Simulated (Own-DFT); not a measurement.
## Calculated data, GaP (zincblende, atoms displaced)

Computed with Own-DFT development build. A calculation, not a measurement: plane-wave PBE density functional theory by an unreviewed code, no spin, of a simulated periodic cell, stress positive in tension, free energy of the whole cell less one offset for each atom, forces on such cells passed a denser k mesh, this cell's mesh not checked; offsets are fitted by least squares, one for each functional and potential file, so energies compare only between cells with the same atoms and settings and are not formation energies; the far tail of each file's local potential was reset to the Coulomb form; each entry is a single point on an unrelaxed cell, so the pressure reflects the starting lattice, mostly measured values (interpolated for alloys), from which strain is counted, and rises with the displacements; printed positions are rounded, which can move forces by about a meV/angstrom; the program, named Own-DFT, is a retired in-house code; no spin-orbit coupling.

Settings shared by all entries: functional PBE; potential files PseudoDojo norm-conserving, scalar-relativistic, standard set; wave cutoff 42 hartree; occupations Fermi-Dirac; smearing width 0.1 eV; k mesh 3 x 3 x 3 centred on Gamma.

(1) 
```xyz
64
Lattice="10.9010 0.0000 0.0000 0.0000 10.9010 0.0000 0.0000 0.0000 10.9010" Properties=species:S:1:pos:R:3:force_x:R:1:force_y:R:1:force_z:R:1 formula=GaP free_energy_of_cell_above_offsets=-33.076 pressure=3.33 stress_xx=-3.28 stress_yy=-3.33 stress_zz=-3.38 stress_yz=-0.24 stress_xz=-0.5 stress_xy=-0.56
Ga    10.9001     0.0356     0.0454     -0.142     -0.769     -0.738
Ga     0.0749     2.7110     2.6962     -1.257      0.447      0.638
Ga     2.7835    10.8944     2.7818     -0.115      0.059     -1.569
Ga     2.7401     2.6548     0.0021      0.337       0.52     -0.216
P      1.3063     1.3945     1.3407      1.284     -0.817      0.349
P      1.3746     4.1512     4.0516     -0.598     -0.705      0.524
P      4.0967     1.2923     4.0477      0.522      1.328      0.899
P      4.0478     4.1634     1.3876      0.381       -2.1     -0.813
Ga    10.8896     0.0089     5.4466      0.453     -0.321     -0.418
Ga     0.0892     2.7028     8.2696     -0.975      0.232     -1.222
Ga     2.6041     0.0098     8.1732      1.133     -0.312     -0.167
Ga     2.6406     2.6782     5.4158      1.317      0.704     -0.421
P      1.3551     1.3904     6.7520     -0.594     -0.469      0.734
P      1.4086     4.0658     9.4982      0.154      0.402      0.918
P      4.1080     1.3441     9.4900     -0.228      0.176      0.012
P      4.1216     4.0239     6.8804     -0.343      0.466     -1.239
Ga     0.0690     5.4842    10.8946     -0.306     -0.563      0.203
Ga     0.0686     8.1848     2.6984     -0.628      0.091      0.366
Ga     2.7016     5.3434     2.6446      0.088      1.456      1.253
Ga     2.7063     8.1620     0.0702      0.691      0.644     -0.413
P      1.4418     6.8304     1.4121     -0.868      -0.46     -0.377
P      1.4982     9.5478     4.0526     -2.064      0.359       0.08
P      4.0776     6.8032     4.0348     -0.394      0.032      0.348
P      4.1637     9.5766     1.3427     -0.874     -0.349      0.258
Ga    10.8160     5.4881     5.4095      0.652     -0.197      0.128
Ga     0.0182     8.2714     8.1636     -0.124     -2.005     -0.087
Ga     2.7355     5.4297     8.1574      0.433      0.082      0.091
Ga     2.6856     8.2708     5.4259      1.301     -1.393      0.652
P      1.4173     6.7575     6.7779     -0.795      0.795     -0.059
P      1.3512     9.4587     9.5119      0.238      1.108      1.184
P      4.0294     6.8193     9.5874      0.683     -0.179     -0.494
P      4.1769     9.5022     6.8400      -1.52      0.525      -0.17
Ga     5.4510     0.0194    10.8855     -0.555      0.884      0.638
Ga     5.4713     2.7682     2.6750     -0.843     -0.068      0.516
Ga     8.1426    10.8592     2.7108       0.36      0.068     -0.302
Ga     8.1687     2.6741    10.8621      -0.27     -0.017      0.629
P      6.7722     1.3790     1.4275      0.576      -0.34     -1.087
P      6.7827     4.0829     4.0342      0.789     -0.115      0.615
P      9.5122     1.2676     4.0833       0.27      0.967     -0.237
P      9.4906     4.0318     1.3115      0.985       0.41      0.266
Ga     5.4490     0.0525     5.5844     -0.548     -1.228     -1.942
Ga     5.5432     2.7443     8.1342       -0.4     -0.221      0.711
Ga     8.1012     0.0821     8.2498      0.463      -1.03     -0.173
Ga     8.1932     2.7093     5.4989      -0.53     -0.271      -0.89
P      6.7690     1.3016     6.8053      1.319       1.28      0.465
P      6.8506     4.0485     9.5711     -0.327      0.804     -0.362
P      9.5486     1.3780     9.5505      0.153     -0.306     -0.139
P      9.4976     4.1045     6.7540      0.731     -0.216      1.167
Ga     5.4014     5.4107     0.0705      0.311      0.317     -1.141
Ga     5.4697     8.1717     2.7259      -0.44      0.038      0.127
Ga     8.2430     5.4377     2.7151     -1.105     -0.616     -0.705
Ga     8.1210     8.1136     0.0046     -0.281      -0.04      -0.22
P      6.7163     6.7652     1.3992      1.169      0.055     -0.186
P      6.8233     9.5377     4.0169      -0.17     -0.132      1.574
P      9.4837     6.7605     4.0246        0.9      1.419      0.414
P      9.5222     9.5075     1.2962      0.127      0.003      0.486
Ga     5.4645     5.4478     5.4101     -0.476     -0.126      0.188
Ga     5.4828     8.1971     8.1631     -0.092     -0.966      0.382
Ga     8.2346     5.5421     8.1983     -1.064     -1.583     -0.857
Ga     8.2137     8.1544     5.5026      0.094      0.627     -0.862
P      6.8708     6.7985     6.7680      -0.67      0.062      0.708
P      6.6754     9.5863     9.5958      1.884     -0.839     -0.657
P      9.5090     6.7196     9.5261      1.222      1.909      0.711
P      9.6306     9.5441     6.8290     -1.424      0.487      -0.07
```

Units: free_energy_of_cell_above_offsets in eV; pressure, stress_xx, stress_yy, stress_zz, stress_yz, stress_xz, stress_xy in GPa; force_x, force_y, force_z in eV/Å.

(2) 
```xyz
64
Lattice="10.9010 0.0000 0.0000 0.0000 10.9010 0.0000 0.0000 0.0000 10.9010" Properties=species:S:1:pos:R:3:force_x:R:1:force_y:R:1:force_z:R:1 formula=GaP free_energy_of_cell_above_offsets=-33.631 pressure=3.17 stress_xx=-3.12 stress_yy=-3.26 stress_zz=-3.12 stress_yz=-0.68 stress_xz=-0.01 stress_xy=-0.18
Ga    10.8352    10.8872     0.0301      1.762      0.773     -1.317
Ga     0.0502     2.6897     2.7041      -1.12      0.391      0.641
Ga     2.7059    10.8675     2.7730      0.455      0.025     -0.162
Ga     2.6867     2.7076     0.0585      0.324      0.215     -0.169
P      1.3430     1.3406     1.4232      0.312     -0.544     -0.646
P      1.3246     4.1240     4.0592      0.327     -0.431      0.524
P      4.0918     1.3390     4.1590      0.023      0.281     -0.612
P      4.1354     4.1181     1.3544     -0.321      -0.41      0.507
Ga     0.0663    10.8558     5.5436     -0.754      0.201     -0.635
Ga    10.8767     2.7921     8.1984       0.41     -0.416     -0.129
Ga     2.7188     0.0347     8.1582      0.214     -0.628      0.201
Ga     2.7421     2.7834     5.5005     -0.226     -0.021     -0.671
P      1.4373     1.3732     6.8153     -1.015      0.569      0.168
P      1.3768     4.1459     9.5715      0.354     -1.141     -0.557
P      4.0655     1.4192     9.4728     -0.499      -0.72      1.306
P      4.0246     4.2137     6.8005      1.428     -1.154     -0.354
Ga     0.0527     5.4665    10.7838      -1.02      0.233      1.522
Ga     0.0381     8.2045     2.7753     -1.207      -0.78     -0.717
Ga     2.7704     5.4509     2.7824     -0.287      0.269      -0.56
Ga     2.8089     8.1658    10.8904     -1.507     -0.269       0.13
P      1.2831     6.7902     1.3968      1.162      0.079     -0.245
P      1.3432     9.4671     4.0720      0.346      0.919      0.838
P      4.0886     6.8874     4.1467     -0.552     -0.736     -0.342
P      4.0825     9.4795     1.3363       0.23      1.091       0.43
Ga    10.8363     5.4488     5.4386      0.384     -0.152      0.403
Ga     0.0100     8.2193     8.0986     -0.249     -0.409      0.928
Ga     2.7711     5.3851     8.1871     -1.114      0.844      0.277
Ga     2.6956     8.1652     5.4595     -0.265      0.054      0.554
P      1.3494     6.7841     6.8657     -0.077     -0.288     -0.591
P      1.3849     9.5112     9.4916      -0.05      0.601      0.531
P      4.0059     6.7958     9.5012      0.963     -0.358      0.536
P      4.0499     9.5185     6.8064      0.558      0.057      0.149
Ga     5.4670     0.0175    10.8642     -0.352     -0.286     -0.101
Ga     5.5220     2.7268     2.7460      -1.01     -0.541     -0.321
Ga     8.1499     0.1229     2.7619      0.055     -1.631     -0.941
Ga     8.1973     2.7811    10.8801     -0.446     -0.214      0.397
P      6.8036     1.3293     1.3550      0.025      0.685     -0.428
P      6.7571     4.0357     4.1263      0.634      1.002     -0.037
P      9.4270     1.3503     4.0961      1.891      0.628      0.944
P      9.5114     4.0750     1.3998      0.613      0.413     -0.435
Ga     5.4989    10.8423     5.4222      -0.38      -0.05      0.368
Ga     5.3905     2.7452     8.2559      0.781      0.888     -1.133
Ga     8.2584     0.0440     8.1559     -1.089      0.203      0.489
Ga     8.1178     2.7117     5.5197      0.073      0.024     -0.667
P      6.7732     1.3805     6.7829     -0.226     -0.355      1.044
P      6.8089     4.1471     9.5653      0.199     -0.048     -0.576
P      9.5615     1.3980     9.5862     -0.046      0.009     -0.456
P      9.4671     4.0573     6.8078      0.584      0.512        0.2
Ga     5.4613     5.4847     0.0258     -0.345      0.076     -0.638
Ga     5.3652     8.1479     2.7761      0.967      0.583     -0.568
Ga     8.0907     5.4823     2.6708      0.127     -0.397      0.463
Ga     8.2075     8.2061     0.1135     -0.638      0.364     -0.981
P      6.7796     6.8769     1.3113     -0.255     -0.103      0.994
P      6.8625     9.5105     4.0766     -0.449      0.206     -0.643
P      9.4620     6.7828     4.1454      0.349      0.329     -1.029
P      9.6390     9.5470     1.2321     -1.312     -0.374      2.869
Ga     5.4416     5.5224     5.3923      0.216     -0.474      0.554
Ga     5.4302     8.0715     8.1893     -0.313      1.024      0.008
Ga     8.2441     5.5539     8.1546     -0.494     -0.257      0.479
Ga     8.1682     8.1819     5.4155     -0.184     -0.034      0.609
P      6.7807     6.8491     6.8109      0.542     -0.398     -0.349
P      6.8002     9.5114     9.5162      0.423      0.127      0.016
P      9.5203     6.8839     9.6531      0.394     -0.136     -1.361
P      9.4712     9.5210     6.8502      0.675      0.082     -0.709
```

Units: free_energy_of_cell_above_offsets in eV; pressure, stress_xx, stress_yy, stress_zz, stress_yz, stress_xz, stress_xy in GPa; force_x, force_y, force_z in eV/Å.

(3) 
```xyz
64
Lattice="10.9010 0.0000 0.0000 0.0000 10.9010 0.0000 0.0000 0.0000 10.9010" Properties=species:S:1:pos:R:3:force_x:R:1:force_y:R:1:force_z:R:1 formula=GaP free_energy_of_cell_above_offsets=-33.900 pressure=3.1 stress_xx=-3.16 stress_yy=-3.06 stress_zz=-3.09 stress_yz=0.1 stress_xz=-0.37 stress_xy=-0.57
Ga    10.8398     0.0317    10.8899     -0.042     -0.254     -0.212
Ga    10.8501     2.7419     2.7281       0.14     -0.032     -1.097
Ga     2.6669    10.8478     2.7265     -0.106      0.609     -0.066
Ga     2.7027     2.6766     0.0450      0.367       0.55     -0.942
P      1.3415     1.3851     1.2694     -0.464     -0.648       1.39
P      1.2586     4.0099     4.1220      1.399      0.351     -0.647
P      4.0528     1.3781     4.0299      -0.28      0.166      0.342
P      4.1079     4.0373     1.2951     -0.401      0.308      0.564
Ga    10.8397     0.0165     5.4434     -0.062     -0.298     -0.873
Ga    10.8981     2.6714     8.1520      0.262       0.17     -0.071
Ga     2.7147     0.1067     8.1590     -0.166     -1.158     -0.163
Ga     2.6816     2.7223     5.5045      0.344     -0.109     -0.838
P      1.3229     1.3010     6.6799      0.168      0.544      1.442
P      1.3803     4.0775     9.5267      0.063      -0.39     -0.063
P      4.1102     1.3890     9.5290     -0.823      0.015      0.153
P      4.0588     4.0046     6.8381      0.726      0.896     -0.026
Ga     0.0755     5.4543    10.8856     -0.557     -0.091     -0.249
Ga    10.8839     8.2454     2.7456      0.377     -1.047      0.222
Ga     2.7315     5.3967     2.7217     -0.215      0.456      0.096
Ga     2.7422     8.2473     0.0447     -0.401     -0.088     -0.491
P      1.3186     6.8753     1.3109      0.646     -0.367      0.892
P      1.3421     9.5110     4.1344     -0.375      0.722     -0.492
P      4.1605     6.8225     4.1519     -1.744      0.528      -0.89
P      4.0763     9.5476     1.4234      0.282      0.409     -0.669
Ga     0.0205     5.3343     5.4684      -0.26      1.676      0.052
Ga    10.8510     8.1385     8.1589       0.11     -0.157      -0.06
Ga     2.7540     5.4504     8.1931      0.219       0.06      0.062
Ga     2.6830     8.2714     5.4652      0.707     -1.081      0.293
P      1.4023     6.8304     6.8445     -0.355     -0.399     -0.445
P      1.2506     9.5309     9.5068      1.031       0.47      0.122
P      4.1372     6.8315     9.6182     -1.201     -0.317     -0.204
P      4.1360     9.5182     6.7963     -0.507      0.614      0.445
Ga     5.4239     0.0824    10.8483        0.6     -1.268      0.526
Ga     5.4496     2.7800     2.7192      0.435     -0.355      0.306
Ga     8.1889    10.8371     2.7340      0.331      0.229     -0.664
Ga     8.2038     2.7028    10.8703     -1.312      0.477      0.672
P      6.8117     1.3119     1.3993      0.174      0.669     -0.381
P      6.7940     4.1317     4.1875      0.368     -0.233     -1.354
P      9.5508     1.3591     3.9899      -0.74     -0.011      1.013
P      9.5022     4.1072     1.2754        0.7     -0.137      0.461
Ga     5.4158     0.0294     5.4084      0.148      0.262      0.211
Ga     5.4902     2.6635     8.2345     -0.294      0.735     -0.599
Ga     8.1919     0.0541     8.1686     -0.309     -0.754     -0.148
Ga     8.1839     2.8183     5.4804     -0.461     -1.383     -0.655
P      6.7890     1.3949     6.8353       0.41     -0.413     -0.667
P      6.8088     4.0971     9.4854      0.127     -0.275      0.534
P      9.4634     1.4272     9.5466       1.03     -0.854     -0.532
P      9.5434     4.0337     6.7665      0.308      0.513      1.163
Ga     5.4212     5.3935    10.8569      0.762      0.376      0.498
Ga     5.4293     8.2040     2.7545      0.349     -0.233     -0.039
Ga     8.2779     5.4291     2.7301     -1.135     -0.083      0.007
Ga     8.1601     8.1198     0.0428      0.096      -0.48     -0.209
P      6.7769     6.7721     1.4348      0.099     -0.162     -0.417
P      6.8024     9.6180     4.0560     -0.123      -0.75      0.586
P      9.5159     6.8215     4.0474      0.657      0.166      0.982
P      9.5860     9.4616     1.3612     -0.772       0.96     -0.373
Ga     5.4775     5.5481     5.4052     -0.125     -1.045      1.235
Ga     5.3639     8.1132     8.2244      1.253      0.419     -0.667
Ga     8.1812     5.4200     8.1648     -0.207     -0.042     -0.817
Ga     8.1493     8.2349     5.4712      0.163      -0.05     -0.736
P      6.8502     6.8317     6.7541     -0.387     -0.062      1.099
P      6.8604     9.4644     9.5330     -0.506      0.759     -0.046
P      9.5267     6.7108     9.4723      0.148      0.763      0.845
P      9.5814     9.5426     6.7712     -0.669      0.151      0.588
```

Units: free_energy_of_cell_above_offsets in eV; pressure, stress_xx, stress_yy, stress_zz, stress_yz, stress_xz, stress_xy in GPa; force_x, force_y, force_z in eV/Å.

(4) 
```xyz
64
Lattice="10.9010 0.0000 0.0000 0.0000 10.9010 0.0000 0.0000 0.0000 10.9010" Properties=species:S:1:pos:R:3:force_x:R:1:force_y:R:1:force_z:R:1 formula=GaP free_energy_of_cell_above_offsets=-33.340 pressure=3.21 stress_xx=-3.24 stress_yy=-3.21 stress_zz=-3.19 stress_yz=0.32 stress_xz=-0.08 stress_xy=0.7
Ga     0.0724    10.8623     0.0121     -0.295      0.866      0.366
Ga    10.8169     2.7167     2.7681      0.977      0.469     -0.924
Ga     2.7282     0.0298     2.6704      0.149     -0.368      1.105
Ga     2.6712     2.6754     0.0237      0.337      0.864     -0.743
P      1.4445     1.3801     1.4047     -1.863     -0.097     -0.094
P      1.3558     4.0558     4.0413      0.169      0.511      0.843
P      4.0460     1.4591     4.0695      0.207     -1.279      0.328
P      4.0057     4.0975     1.3412      0.792     -0.369      0.178
Ga     0.0136    10.8720     5.3944     -0.197      0.226      0.706
Ga     0.0223     2.7044     8.1090     -0.291      1.001      0.888
Ga     2.7110     0.0532     8.2411      0.171     -0.359      0.078
Ga     2.7496     2.7185     5.5232     -0.672      0.399      -0.42
P      1.3725     1.3920     6.8826      0.183     -0.802     -1.126
P      1.3162     4.1936     9.5591       0.95     -1.872      -0.79
P      4.1312     1.3689     9.5799     -0.493      0.523     -0.332
P      4.0438     4.1168     6.8482     -0.122      0.672     -0.567
Ga     0.0120     5.3675    10.8962     -0.866      0.714      0.482
Ga    10.8707     8.2760     2.7327      0.164     -1.404      0.186
Ga     2.7738     5.4976     2.7274     -1.081     -0.152     -0.318
Ga     2.7062     8.1362     0.0011      0.039     -0.284     -0.279
P      1.2503     6.7974     1.3057      0.882      0.409      0.882
P      1.3663     9.4963     4.1061      0.418      0.695     -0.453
P      4.0576     6.8479     4.0849      0.204      0.299      0.213
P      4.0132     9.5660     1.3436      1.101      -0.22     -0.165
Ga     0.0228     5.5258     5.5002     -0.483     -1.109     -0.887
Ga    10.8921     8.0760     8.1178     -0.208      0.546        1.1
Ga     2.7533     5.5088     8.2714     -0.521     -0.319     -0.693
Ga     2.6293     8.1298     5.4998      1.181      0.727     -0.405
P      1.3579     6.8322     6.7888       0.43     -0.766      1.032
P      1.3384     9.5537     9.5639       0.41     -0.964     -0.852
P      4.2070     6.7064     9.5403     -1.508      2.693     -0.881
P      4.0442     9.5594     6.8422     -0.155      0.013     -0.518
Ga     5.4923     0.0708    10.8981      0.507     -0.948       0.23
Ga     5.4397     2.6946     2.7427      0.495      1.043      -0.22
Ga     8.1789    10.8650     2.7037      0.133      0.094      0.097
Ga     8.1041     2.7496    10.8211      1.009     -0.213      0.129
P      6.9027     1.3970     1.3987     -0.848     -0.148     -0.278
P      6.8824     4.0872     4.2051     -0.807     -0.108      -1.39
P      9.5344     1.3702     4.0192     -0.004     -1.106      0.655
P      9.5317     4.0718     1.3319     -0.477     -0.262      0.074
Ga     5.4404    10.8553     5.3462     -0.531      1.203      1.305
Ga     5.3527     2.8031     8.1417      0.791     -0.465      0.679
Ga     8.2167     0.0667     8.1583       0.23     -0.735      0.365
Ga     8.2464     2.6908     5.3707     -0.318     -0.026      1.664
P      6.7987     1.3824     6.9412     -0.203      0.113     -1.739
P      6.7862     4.1358     9.5316     -0.617     -0.487     -0.053
P      9.6293     1.3559     9.5131     -0.437      0.159      0.534
P      9.5399     4.1045     6.8519     -0.107      -0.03     -0.576
Ga     5.3414     5.4296    10.8362      1.471      -1.07      1.826
Ga     5.4629     8.1973     2.6991     -0.393      0.517      0.442
Ga     8.1449     5.4326     2.7009     -0.058       -0.2       0.05
Ga     8.2650     8.2375     0.0484     -0.664     -1.392      -0.31
P      6.7153     6.7804     1.4154      0.783      0.094     -1.014
P      6.8513     9.5826     4.1534     -0.077     -0.677     -1.178
P      9.5135     6.7626     4.0368      0.113      1.025       0.56
P      9.5775     9.5417     1.3670      -0.13      0.756      0.081
Ga     5.4237     5.4524     5.3818      0.098      0.157      0.762
Ga     5.4400     8.1789     8.0978      0.345      0.137      0.799
Ga     8.0923     5.4458     8.1818      0.718      0.105     -0.078
Ga     8.1778     8.2543     5.5008      0.018     -1.384      -0.56
P      6.8106     6.8164     6.8269     -0.244      0.008     -0.804
P      6.9314     9.4940     9.5296     -0.993      0.605     -0.043
P      9.5456     6.7173     9.5538     -0.226      0.647     -0.017
P      9.5432     9.4607     6.8259      0.415      1.324       0.07
```

Units: free_energy_of_cell_above_offsets in eV; pressure, stress_xx, stress_yy, stress_zz, stress_yz, stress_xz, stress_xy in GPa; force_x, force_y, force_z in eV/Å.
